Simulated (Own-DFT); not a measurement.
HfO2 (monoclinic hafnia, atoms displaced) (calculated)

All values are calculated (Own-DFT development build). A calculation, not a measurement: plane-wave density functional theory by an unreviewed code, no spin, of a simulated periodic cell, stress positive in tension, run twice, with PBE and with PBEsol, both on files made for PBE, so the change isn't that of files made for PBEsol, hafnium file: forces about 75 meV/angstrom off all-electron values; oxygen file: force components 24 meV/angstrom off all-electron in one glass; forces on such cells passed a denser k mesh, this cell's mesh not checked; the far tail of each file's local potential was reset to the Coulomb form; each entry is a single point on an unrelaxed cell, so the pressure reflects the starting lattice, mostly measured values (interpolated for alloys), from which strain is counted, and rises with the displacements; printed positions are rounded, which can move forces by about a meV/angstrom; the program, named Own-DFT, is a retired in-house code; no spin-orbit coupling; stress was not checked against mesh or cutoff.

```xyz
96
Lattice="10.2340 0.0000 0.0000 0.0000 10.3500 0.0000 -1.6955 0.0000 10.4453" Properties=species:S:1:pos:R:3:PBE_force_x:R:1:PBE_force_y:R:1:PBE_force_z:R:1:PBEsol_force_x:R:1:PBEsol_force_y:R:1:PBEsol_force_z:R:1 formula=HfO2 functional=PBE,then_PBEsol potential_files=PseudoDojo_norm-conserving,scalar-relativistic,standard_set wave_cutoff=72 occupations=Fermi-Dirac smearing_width=0.1 k_mesh=2_x_2_x_2_centred_on_Gamma PBE_pressure=4.09 PBE_stress_xx=-4.11 PBE_stress_yy=-4.03 PBE_stress_zz=-4.15 PBE_stress_yz=-0.11 PBE_stress_xz=-0.07 PBE_stress_xy=-0.19 PBEsol_pressure=-2.36 PBEsol_stress_xx=2.37 PBEsol_stress_yy=2.39 PBEsol_stress_zz=2.33 PBEsol_stress_yz=-0.11 PBEsol_stress_xz=0.27 PBEsol_stress_xy=-0.17 rms_change_of_force_components_from_PBE_to_PBEsol=0.039
Hf     1.2361     0.2593     1.0633      0.272     -1.197      0.552      0.272     -1.125       0.51
Hf     3.4491     2.8133     1.5252     -0.051     -0.643     -0.323     -0.052     -0.579     -0.292
Hf     3.0400     4.9395     4.1324     -0.705      0.483       -0.1     -0.695      0.415     -0.078
Hf     0.7893     2.3717     3.7382      0.322     -0.027     -0.962      0.315     -0.081     -0.955
O      0.0655     1.7205     1.8058      0.151      0.171      0.042      0.148      0.182      0.089
O      4.6175     4.3016     0.7806      0.487       0.07      0.705      0.459      0.086      0.639
O      4.1645     3.4464     3.4110      0.609     -0.093      0.119      0.582     -0.099      0.062
O     -0.3454     0.8956     4.3810     -1.104     -0.928      0.555     -1.053     -0.903      0.588
O      1.8796     3.9325     2.4913      0.086     -0.158     -0.075      0.157      -0.15     -0.075
O      2.8112     1.3284     0.0912      0.109        0.5      0.238      0.036      0.485      0.236
O      2.3975     1.2358     2.7265     -0.177      0.693     -0.208     -0.235      0.677     -0.199
O      1.4354     3.8349     5.0770      0.293       0.08      0.364      0.345      0.082      0.342
Hf     0.3915     0.2229     6.3081       0.19     -0.561     -0.382      0.204     -0.504     -0.395
Hf     2.6446     2.7826     6.7430     -0.911      0.031     -0.058     -0.889      0.085     -0.015
Hf     2.2039     4.9638     9.3728     -0.586      0.445     -0.712     -0.579      0.379      -0.67
Hf    -0.0205     2.4020     8.9095      0.155     -0.211      0.048      0.162     -0.249      0.026
O     -0.7617     1.6997     7.0385     -0.478      0.391     -0.194     -0.458      0.397     -0.142
O      3.7425     4.3101     6.0288      0.658      0.348     -0.166      0.632      0.348     -0.216
O      3.2831     3.4598     8.6155      1.614     -0.921      0.327      1.558     -0.912      0.266
O     -1.1918     0.8752     9.6316     -0.291      0.099     -0.286     -0.276      0.081     -0.228
O      1.0836     3.9137     7.7211      -0.76     -0.052      -0.55     -0.676     -0.062     -0.527
O      1.9368     1.3010     5.3114      0.332      0.606      0.526      0.255      0.579      0.511
O      1.5532     1.2238     7.9488      -0.05      0.374     -0.227      -0.11      0.365     -0.218
O      0.6502     3.8387    10.2908       -0.5       0.03      0.638     -0.419      0.031      0.618
Hf     1.2624     5.4051     1.0964     -0.901     -0.047     -0.303     -0.869      0.013     -0.317
Hf     3.4895     7.9439     1.5394     -1.324      0.966     -0.266     -1.293      0.993     -0.234
Hf     3.0281    10.1390     4.1344     -0.112     -0.055     -0.453     -0.131     -0.103     -0.425
Hf     0.8192     7.5324     3.6969       0.22       0.94      -0.29      0.223      0.871      -0.31
O      0.0682     6.9133     1.8086      0.001     -0.133     -0.046      0.014     -0.119       0.01
O      4.5892     9.4698     0.8474       0.98      0.688     -0.587      0.954      0.679     -0.623
O      4.1966     8.6408     3.4136      0.627     -0.557      0.294      0.608     -0.562      0.234
O     -0.3099     6.0202     4.4048     -0.885     -0.295     -0.055     -0.854     -0.301      0.007
O      1.8870     9.1140     2.5347     -0.052     -0.241     -0.399      0.017     -0.239     -0.378
O      2.8092     6.5037     0.1160      0.119      0.057     -0.169      0.052      0.044     -0.153
O      2.3931     6.4182     2.6824      0.111     -0.118      0.715      0.041     -0.112       0.69
O      1.4853     9.0378     5.1014     -0.407     -0.427      0.116     -0.328     -0.408      0.112
Hf     0.3664     5.3790     6.2817      0.838      -0.16      0.699      0.824     -0.102      0.653
Hf     2.6341     7.9907     6.7586     -0.477     -0.364     -0.384     -0.478     -0.289      -0.35
Hf     2.2165    10.1438     9.3468      -0.97     -0.102      0.567     -0.952     -0.148      0.565
Hf    -0.0264     7.5652     8.8870      0.306     -0.246       1.05      0.297     -0.291      0.996
O     -0.7428     6.8940     7.0426     -0.927      0.259     -0.402     -0.897      0.268     -0.341
O      3.7621     9.4753     6.0257      0.874      0.429      0.143      0.841      0.429      0.098
O      3.3427     8.6945     8.6246      1.162     -1.089      0.072      1.111     -1.066       0.02
O     -1.2032     6.0409     9.6748      0.211      0.379     -0.557      0.212      0.349     -0.493
O      1.0741     9.0983     7.6795     -0.534     -0.105      0.468     -0.455     -0.107       0.45
O      1.9277     6.5178     5.3252      0.578     -0.051     -0.032      0.491     -0.055     -0.036
O      1.5263     6.4103     7.9247      0.204      0.213       0.22      0.131      0.215      0.216
O      0.6198     9.0260    10.3723     -0.024     -0.222     -0.859       0.04     -0.208     -0.841
Hf     6.3542     0.2012     1.0416     -0.217      0.082      1.044     -0.207       0.14      0.986
Hf     8.5963     2.7750     1.5598     -0.362      0.545     -0.894     -0.361      0.575     -0.834
Hf     8.1481     4.9751     4.1616      0.194     -0.176     -0.801      0.179     -0.233     -0.753
Hf     5.9311     2.3956     3.6713      0.096     -0.459      0.169      0.107     -0.498      0.137
O      5.2071     1.7133     1.7876     -0.492      0.378     -0.052      -0.47      0.383      0.001
O      9.7107     4.3043     0.8022      0.929      0.353      0.223      0.892      0.361      0.163
O      9.2735     3.4499     3.4126      0.684      0.027      0.562      0.656      0.008      0.498
O      4.7881     0.8627     4.3990     -0.127     -0.093      0.166     -0.115       -0.1      0.211
O      7.0186     3.9258     2.5262     -0.581      0.537     -0.168     -0.507      0.516     -0.159
O      7.8721     1.3165     0.1035      0.751      0.094     -0.145      0.658      0.082     -0.151
O      7.5204     1.3251     2.6892     -0.262      -1.34      0.743     -0.313     -1.285      0.721
O      6.6202     3.8509     5.1159      -0.69     -0.076       0.04     -0.602     -0.067      0.034
Hf     5.5173     0.2079     6.3307     -0.603       0.13     -0.737     -0.587      0.174     -0.743
Hf     7.7338     2.7683     6.7485     -0.212       0.67      0.101      -0.21      0.706      0.126
Hf     7.3248     4.9627     9.3604     -0.222     -0.362      0.589     -0.219     -0.408      0.607
Hf     5.0737     2.3748     8.9478      0.287      0.958     -0.072      0.301      0.877     -0.084
O      4.3502     1.7207     7.0109      0.153     -0.011      0.252      0.152     -0.002      0.296
O      8.8695     4.3041     6.0318      0.462      0.102      0.145      0.442      0.117      0.083
O      8.4462     3.4500     8.6289      0.759     -0.354      0.042       0.73     -0.361      -0.01
O      3.9629     0.8616     9.6327     -0.966     -0.369      -0.25     -0.929     -0.373      -0.19
O      6.1697     3.9495     7.7580     -0.369     -0.256     -0.702      -0.29     -0.253     -0.682
O      7.0427     1.3558     5.3242      0.343     -0.453      0.181      0.269     -0.445      0.184
O      6.6645     1.2688     7.9715     -0.162      0.068     -0.446     -0.216      0.067      -0.43
O      5.7631     3.8258    10.3470     -0.644     -0.022     -0.093     -0.563     -0.024     -0.099
Hf     6.3493     5.4002     1.1320      0.532     -0.542     -0.803      0.534     -0.474      -0.81
Hf     8.5604     7.9994     1.5183      0.728     -0.237     -0.081      0.704     -0.194     -0.047
Hf     8.1032    10.0990     4.1363      0.878      0.729      -0.22      0.857      0.649      -0.19
Hf     5.9248     7.5495     3.6977      0.047      0.336     -0.052      0.049      0.291     -0.082
O      5.1991     6.9109     1.8147       0.14     -0.348     -0.029      0.143     -0.326      0.024
O      9.7241     9.5018     0.7940      0.081      0.198     -0.014      0.066      0.205     -0.064
O      9.2957     8.6315     3.4148      0.171      -0.03      0.263      0.147      -0.04      0.206
O      4.7833     6.0410     4.4118     -0.296       -0.3     -0.005     -0.276     -0.306      0.048
O      6.9849     9.0769     2.5113      -0.06      0.584      -0.13      0.008      0.554     -0.122
O      7.9179     6.4869     0.1338     -0.101      0.301     -0.284     -0.165      0.295     -0.275
O      7.5251     6.4574     2.6887     -0.335     -0.372      0.761     -0.396     -0.355      0.734
O      6.5835     8.9784     5.1267     -0.178       0.29      0.056     -0.104      0.288      0.047
Hf     5.4964     5.3952     6.2925      0.223     -0.472      0.612      0.221     -0.409      0.576
Hf     7.7171     7.9403     6.7542      0.497      0.531      0.144      0.477       0.56      0.155
Hf     7.3061    10.1568     9.3150      0.319     -0.266       1.12      0.306     -0.304      1.122
Hf     5.1292     7.5349     8.9389     -0.884     -0.155      0.081     -0.845     -0.198      0.055
O      4.3704     6.8879     7.0529     -0.324      0.157     -0.204     -0.299      0.164     -0.151
O      8.8877     9.4686     6.0232     -0.051      0.085      0.001     -0.065      0.095     -0.054
O      8.4682     8.6265     8.6615     -0.075     -0.087     -0.408     -0.081     -0.096     -0.449
O      3.9010     6.0467     9.6415      0.478       0.39      0.142      0.476      0.364      0.188
O      6.1275     9.1052     7.7243      0.362     -0.172     -0.026      0.412      -0.17     -0.026
O      7.1154     6.5131     5.3475     -0.297     -0.223     -0.162     -0.351     -0.223      -0.15
O      6.6586     6.4273     7.9517      0.166      0.338     -0.079      0.096      0.345     -0.075
O      5.7302     9.0043    10.3205     -0.052      0.046      0.008      0.007      0.048      0.004
```

Units: wave_cutoff in hartree; smearing_width in eV; PBE_pressure, PBE_stress_xx, PBE_stress_yy, PBE_stress_zz, PBE_stress_yz, PBE_stress_xz, PBE_stress_xy, PBEsol_pressure, PBEsol_stress_xx, PBEsol_stress_yy, PBEsol_stress_zz, PBEsol_stress_yz, PBEsol_stress_xz, PBEsol_stress_xy in GPa; rms_change_of_force_components_from_PBE_to_PBEsol, PBE_force_x, PBE_force_y, PBE_force_z, PBEsol_force_x, PBEsol_force_y, PBEsol_force_z in eV/Å.
